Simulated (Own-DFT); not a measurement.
## Calculated data, GaN (wurtzite, strained, atoms displaced)

A calculation, not a measurement: plane-wave PBE density functional theory by an unreviewed code, no spin, of a simulated periodic cell, stress positive in tension, free energy of the whole cell less one offset for each atom, forces on such cells passed a denser k mesh, this cell's mesh not checked; offsets are fitted by least squares, one for each functional and potential file, so energies compare only between cells with the same atoms and settings and are not formation energies; the far tail of each file's local potential was reset to the Coulomb form; each entry is a single point on an unrelaxed cell, so the pressure reflects the starting lattice, mostly measured values (interpolated for alloys), from which strain is counted, and rises with the displacements; printed positions are rounded, which can move forces by about a meV/angstrom; the program, named Own-DFT, is a retired in-house code; no spin-orbit coupling. Program: Own-DFT development build.

Settings shared by all entries: functional PBE; potential files PseudoDojo norm-conserving, scalar-relativistic, standard set with the stringent files for Ga; wave cutoff 96 hartree; occupations Gaussian; smearing width 0.01 eV; k mesh 3 x 4 x 3 centred on Gamma.

(1) GaN (wurtzite, strained, atoms displaced)

```
GaN
1.0
     12.6799    -0.1302     0.2036
     -4.8395     8.4230    -0.1198
      0.1655    -0.0544    10.2347
Ga N Ga N Ga N Ga N Ga N Ga N Ga N Ga N Ga N Ga N Ga N Ga N Ga N Ga N Ga N Ga N Ga N Ga N Ga N Ga N Ga N Ga N Ga N Ga N
2 2 2 2 2 2 2 2 2 2 2 2 2 2 2 2 2 2 2 2 2 2 2 2 2 2 2 2 2 2 2 2 2 2 2 2 2 2 2 2 2 2 2 2 2 2 2 2
Direct
  0.09056 0.22587 0.99828
  0.16299 0.10829 0.25413
  0.09048 0.23369 0.18473
  0.16633 0.10667 0.43431
  0.08345 0.21664 0.49594
  0.16156 0.09724 0.75384
  0.08117 0.21692 0.68646
  0.17126 0.10655 0.93944
  0.08484 0.55542 0.99970
  0.16636 0.44594 0.25033
  0.08152 0.55717 0.19312
  0.16637 0.43527 0.43568
  0.08414 0.56028 0.50917
  0.16063 0.44900 0.74451
  0.08504 0.56019 0.69384
  0.17187 0.45119 0.93785
  0.08285 0.88443 0.99413
  0.15944 0.76843 0.24996
  0.07478 0.88308 0.18976
  0.17377 0.78263 0.43654
  0.08290 0.89410 0.50228
  0.16623 0.77029 0.75046
  0.08160 0.88464 0.68749
  0.16398 0.78878 0.93529
  0.33499 0.21416 0.00330
  0.41676 0.10575 0.24922
  0.34034 0.22603 0.18963
  0.41957 0.11716 0.43829
  0.33912 0.23743 0.49697
  0.41177 0.10268 0.75788
  0.33494 0.22172 0.68103
  0.42118 0.11451 0.94084
  0.33810 0.55921 0.98419
  0.41079 0.44212 0.24945
  0.33392 0.55547 0.18412
  0.42144 0.45195 0.43709
  0.32739 0.54900 0.50064
  0.41236 0.43999 0.74738
  0.33425 0.55650 0.68922
  0.41517 0.44310 0.94440
  0.33075 0.88040 0.99604
  0.41959 0.78084 0.24265
  0.33664 0.89091 0.18209
  0.41459 0.77705 0.43405
  0.33482 0.89550 0.50534
  0.42431 0.78339 0.75465
  0.33854 0.88625 0.69009
  0.41482 0.76628 0.94078
  0.57339 0.20791 0.00239
  0.66422 0.11167 0.24482
  0.58551 0.21926 0.18768
  0.66786 0.11402 0.44128
  0.57301 0.21923 0.49986
  0.66474 0.11114 0.75154
  0.58576 0.21706 0.68867
  0.66663 0.11185 0.93436
  0.58491 0.55570 0.99778
  0.66780 0.44483 0.25655
  0.57839 0.54520 0.18358
  0.67240 0.44407 0.44409
  0.58186 0.55017 0.50036
  0.66359 0.44617 0.74833
  0.58179 0.56231 0.68401
  0.66079 0.44339 0.93970
  0.58020 0.89107 0.99321
  0.66145 0.77309 0.25447
  0.58479 0.88661 0.18491
  0.66643 0.77000 0.44345
  0.58099 0.89048 0.49347
  0.67017 0.78421 0.74881
  0.57613 0.89141 0.69153
  0.66644 0.77927 0.94409
  0.83768 0.22871 0.99165
  0.91315 0.12280 0.24676
  0.83444 0.23472 0.18781
  0.92331 0.12205 0.44358
  0.82672 0.22019 0.50155
  0.92461 0.12453 0.75259
  0.84059 0.22416 0.69830
  0.91934 0.11176 0.92636
  0.83530 0.55352 0.99709
  0.91396 0.44589 0.25232
  0.82756 0.54921 0.19912
  0.92152 0.44844 0.43782
  0.83113 0.55351 0.49645
  0.92351 0.44660 0.75077
  0.83379 0.55742 0.68586
  0.91816 0.43888 0.93160
  0.83438 0.89012 0.99907
  0.92087 0.77292 0.25597
  0.83251 0.89212 0.18658
  0.91484 0.78158 0.44214
  0.83117 0.88528 0.49735
  0.91668 0.78290 0.75228
  0.82476 0.88662 0.68166
  0.91773 0.77465 0.94508
```

- free energy of cell above offsets: -4.073 eV
- pressure: 8.69 GPa
- stress xx: -9.67 GPa
- stress yy: -4.01 GPa
- stress zz: -12.4 GPa
- stress yz: -1.3 GPa
- stress xz: 2.94 GPa
- stress xy: -3.71 GPa

Force:
```csv
element,x (eV/Å),y (eV/Å),z (eV/Å)
Ga,-0.408,-0.035,-0.392
Ga,0.274,0.185,-1.972
N,-0.381,-1.444,0.386
N,0.444,0.618,1.308
Ga,0.168,0.616,0.609
Ga,0.13,1.864,-1.001
N,1.836,1.137,-0.012
N,-0.718,0.069,0.148
Ga,-0.162,0.326,0.426
Ga,0.269,0.695,-0.489
N,0.402,-0.659,-1.185
N,-0.922,0.767,1.032
Ga,0.496,-0.207,-2.224
Ga,2.383,-1.321,0.697
N,0.333,-0.1,-0.815
N,-0.968,-0.748,-0.727
Ga,-1.687,1.468,1.996
Ga,0.541,1.882,-0.091
N,2.51,1.165,-0.814
N,-1.164,-0.526,0.987
Ga,0.555,-0.73,-0.774
Ga,-0.266,2.011,-0.359
N,0.714,-0.194,0.466
N,2.767,-2.366,0.019
Ga,-0.776,1.588,0.112
Ga,-0.498,0.505,-0.046
N,-0.754,-1.401,0.482
N,-1.587,-1.131,-0.441
Ga,-0.183,-1.448,-0.45
Ga,0.368,1.192,-1.794
N,-0.086,-0.703,1.483
N,-1.345,-2.31,-0.427
Ga,-0.036,-1.978,2.539
Ga,0.357,0.648,-0.779
N,-0.219,0.426,-0.144
N,-0.682,-0.588,-0.03
Ga,0.579,1.421,-0.289
Ga,0.225,0.191,0.667
N,-0.53,0.07,0.215
N,0.724,-1.06,-1.433
Ga,-0.227,0.656,0.221
Ga,-0.701,-1.006,0.515
N,-0.685,-0.655,0.48
N,-0.192,-0.065,0.393
Ga,0.746,-0.195,-1.14
Ga,-1.945,-2.002,-0.566
N,-1.076,-0.09,0.796
N,-0.877,2.647,-0.744
Ga,2.17,2.598,0.087
Ga,0.658,-0.501,0.622
N,-0.547,0.439,0.445
N,-0.976,-0.631,-0.893
Ga,2.62,0.894,0.884
Ga,0.678,0.28,-0.99
N,-1.388,0.744,0.121
N,-0.04,-0.187,1.295
Ga,-0.798,0.396,0.282
Ga,-1.796,-0.826,-0.821
N,0.533,0.9,1.552
N,-1.957,-1.06,-0.505
Ga,0.481,0.823,-0.218
Ga,0.149,-0.289,-0.025
N,0.444,-0.724,1.265
N,1.754,-0.821,-0.306
Ga,1.437,0.058,0.889
Ga,0.72,-0.298,-1.066
N,0.126,0.868,0.1
N,-1.113,0.577,-0.694
Ga,0.291,-0.445,0.799
Ga,-1.801,-0.879,0.613
N,3.133,0.967,-1.237
N,-0.05,-0.086,-1.17
Ga,-0.131,-1.411,0.812
Ga,1.172,-1.017,0.443
N,0.309,-1.045,-0.928
N,-1.646,-1.582,-1.254
Ga,1.655,0.926,0.742
Ga,-0.836,-2.162,-2.379
N,-1.506,0.428,-1.418
N,0.403,-0.069,3.74
Ga,-1.051,-0.544,0.653
Ga,0.086,0.219,0.053
N,1.419,1.241,-1.736
N,-0.326,-0.345,1.025
Ga,1.38,1.021,0.977
Ga,-2.701,-0.543,-1.18
N,0.633,0.058,0.814
N,-0.152,1.506,1.61
Ga,-0.256,0.276,0.315
Ga,-2.882,-0.137,-0.445
N,0.377,0.207,0.973
N,1.218,-0.801,-0.057
Ga,-0.436,1.471,-0.186
Ga,-1.084,-1.012,-0.528
N,2.519,1.409,1.16
N,-0.635,-0.076,-1.075
```

(2) GaN (wurtzite, strained, atoms displaced)

```
GaN
1.0
     12.7535     0.0976     0.2500
     -4.7192     8.1496    -0.0769
      0.2032     0.0211    10.4452
Ga N Ga N Ga N Ga N Ga N Ga N Ga N Ga N Ga N Ga N Ga N Ga N Ga N Ga N Ga N Ga N Ga N Ga N Ga N Ga N Ga N Ga N Ga N Ga N
2 2 2 2 2 2 2 2 2 2 2 2 2 2 2 2 2 2 2 2 2 2 2 2 2 2 2 2 2 2 2 2 2 2 2 2 2 2 2 2 2 2 2 2 2 2 2 2
Direct
  0.07771 0.22169 0.00471
  0.16997 0.11364 0.24932
  0.08190 0.22444 0.19136
  0.16871 0.11019 0.44065
  0.08003 0.22591 0.49197
  0.17189 0.12530 0.74457
  0.08422 0.22453 0.68673
  0.16568 0.11064 0.93738
  0.08073 0.54757 0.00266
  0.17042 0.44406 0.24748
  0.08637 0.54807 0.18099
  0.16213 0.44777 0.43394
  0.07890 0.55193 0.50508
  0.17054 0.45016 0.75598
  0.09351 0.56676 0.68313
  0.16469 0.43454 0.93378
  0.09261 0.90032 0.99938
  0.16100 0.78166 0.24593
  0.07862 0.89141 0.19276
  0.17224 0.77991 0.43598
  0.09093 0.89029 0.50422
  0.16049 0.77087 0.75668
  0.08022 0.88716 0.69164
  0.17080 0.78606 0.94617
  0.33280 0.21989 0.99959
  0.42077 0.09798 0.25184
  0.33426 0.21611 0.18991
  0.40896 0.11131 0.44026
  0.33504 0.22424 0.49878
  0.41020 0.10965 0.74315
  0.34121 0.21598 0.69119
  0.41650 0.11563 0.94467
  0.33107 0.55227 0.99660
  0.42709 0.45609 0.24192
  0.33423 0.55541 0.18175
  0.41452 0.44218 0.43455
  0.33877 0.56826 0.50305
  0.42223 0.44223 0.74870
  0.32997 0.55139 0.67875
  0.42004 0.45219 0.93877
  0.32960 0.87781 0.99765
  0.41287 0.76863 0.24905
  0.32796 0.89160 0.18973
  0.41833 0.77727 0.43630
  0.32805 0.88736 0.50169
  0.42132 0.78545 0.74469
  0.32633 0.88002 0.69332
  0.41105 0.77089 0.94423
  0.57839 0.21785 0.99448
  0.66873 0.10773 0.24463
  0.58146 0.21956 0.18456
  0.66186 0.10982 0.43996
  0.59109 0.22537 0.49812
  0.66932 0.11337 0.75752
  0.59127 0.23320 0.67816
  0.66350 0.10379 0.93504
  0.58406 0.54311 0.00804
  0.67090 0.44987 0.24480
  0.58246 0.54950 0.18189
  0.66833 0.45317 0.43782
  0.58501 0.55871 0.50261
  0.66452 0.44593 0.74863
  0.58246 0.55355 0.68514
  0.66363 0.44452 0.93550
  0.58671 0.89464 0.00662
  0.66419 0.76612 0.24835
  0.58019 0.88928 0.18637
  0.66361 0.77912 0.43306
  0.57907 0.88961 0.50293
  0.66835 0.77464 0.74397
  0.58559 0.89459 0.69040
  0.66808 0.77735 0.94264
  0.83415 0.22046 0.00500
  0.92408 0.11791 0.25413
  0.83473 0.22028 0.18945
  0.91791 0.11167 0.43794
  0.83873 0.21950 0.50231
  0.91857 0.11875 0.75153
  0.82745 0.22182 0.68701
  0.91179 0.10683 0.93378
  0.82857 0.55239 0.00355
  0.91679 0.44027 0.24645
  0.82562 0.55772 0.18599
  0.91050 0.43806 0.43689
  0.83445 0.55746 0.50744
  0.91557 0.43931 0.74523
  0.83299 0.55926 0.69401
  0.92305 0.45140 0.93418
  0.82792 0.88272 0.99895
  0.91867 0.78350 0.25055
  0.83514 0.89472 0.18339
  0.92020 0.77753 0.44197
  0.83266 0.88909 0.49949
  0.91351 0.76672 0.74838
  0.83145 0.89063 0.69117
  0.91324 0.76986 0.94495
```

* free energy of cell above offsets: -4.185 eV
* pressure: 8.1 GPa
* stress xx: -7.94 GPa
* stress yy: -10.89 GPa
* stress zz: -5.47 GPa
* stress yz: 0.29 GPa
* stress xz: 4.75 GPa
* stress xy: 2.02 GPa

Force:
```csv
element,x (eV/Å),y (eV/Å),z (eV/Å)
Ga,0.394,-1.158,-0.62
Ga,0.186,0.284,0.706
N,1.212,-0.141,-0.677
N,-0.656,0.58,-0.194
Ga,1.595,-0.061,1.145
Ga,0.036,-1.614,0.696
N,-0.518,0.627,-0.544
N,-0.142,1.593,-0.43
Ga,0.021,1.078,-1.043
Ga,-0.197,0.547,0.743
N,-1.198,0.769,1.302
N,1.174,0.079,0.027
Ga,-0.12,0.762,-1.636
Ga,-0.205,-0.515,-1.746
N,-1.045,-2.287,1.119
N,-0.09,1.101,1.051
Ga,-1.949,-1.668,0.623
Ga,0.995,-0.685,0.605
N,0.843,0.245,-1.065
N,-1.005,-1.13,-0.307
Ga,-1.111,-0.144,-0.068
Ga,-0.265,1.703,0.458
N,0.646,0.539,0.046
N,-0.101,-1.957,-1.023
Ga,-0.942,0.776,0.742
Ga,-1.549,1.846,0.496
N,0.124,1.007,-0.36
N,2.81,-0.658,-0.351
Ga,-1.143,0.499,0.036
Ga,4.027,-1.535,1.976
N,-3.934,2.28,-1.603
N,0.784,-1.488,-1.894
Ga,-0.116,-0.205,0.095
Ga,-2.073,-2.757,1.454
N,0.281,-0.559,0.375
N,0.355,1.305,0.002
Ga,-0.407,-2.369,-1.467
Ga,-1.467,0.22,0.504
N,1.2,0.466,2.335
N,0.76,-1.149,-0.468
Ga,-0.195,1.949,1.031
Ga,-0.774,1.354,-0.052
N,1.028,-2.049,-0.668
N,-0.546,1.123,-0.158
Ga,0.836,0.316,0.108
Ga,-0.474,-1.249,1.305
N,0.412,0.821,-0.672
N,1.491,0.888,-1.589
Ga,0.226,0.14,0.652
Ga,-0.933,0.386,1.253
N,1.068,0.499,0.066
N,2.366,-0.396,-1.27
Ga,-2.328,0.753,-0.386
Ga,-1.282,0.011,-1.54
N,-0.427,-1.524,1.934
N,0.336,1.619,1.168
Ga,-2.031,1.879,-2.483
Ga,-1.158,-2.013,1.756
N,1.059,0.881,1.383
N,0.91,-0.512,-0.503
Ga,-0.966,-0.471,-1.023
Ga,0.308,-0.165,0.298
N,0.291,0.585,0.158
N,1.714,-0.946,-0.367
Ga,-0.374,-2.036,-1.14
Ga,-0.156,1.962,-0.242
N,0.672,-0.864,0.881
N,0.639,0.188,0.666
Ga,0.401,0.251,-0.411
Ga,-0.914,0.453,1.719
N,0.391,-0.526,-0.427
N,-0.684,-0.854,-0.8
Ga,-0.539,0.356,-1.022
Ga,-1.346,-1.387,-0.471
N,0.08,-0.051,-0.21
N,0.256,-0.544,-0.151
Ga,-2.356,-0.042,-0.292
Ga,0.148,-0.803,-0.395
N,1.59,0.073,-0.101
N,0.683,0.509,0.906
Ga,0.459,-0.054,-0.907
Ga,-0.527,1.018,0.507
N,2.805,0.451,0.206
N,0.729,0.697,0.115
Ga,-0.596,-0.27,-0.948
Ga,0.185,1.243,0.728
N,0.437,-2.164,-1.043
N,-0.685,-1.208,0.26
Ga,0.688,0.279,-0.203
Ga,-1.111,-0.626,0.366
N,-0.205,-0.308,1.229
N,-0.032,0.392,-0.365
Ga,0.053,-0.569,0.306
Ga,-0.401,2.943,1.703
N,0.842,0.168,-0.82
N,0.724,1.22,-1.085
```
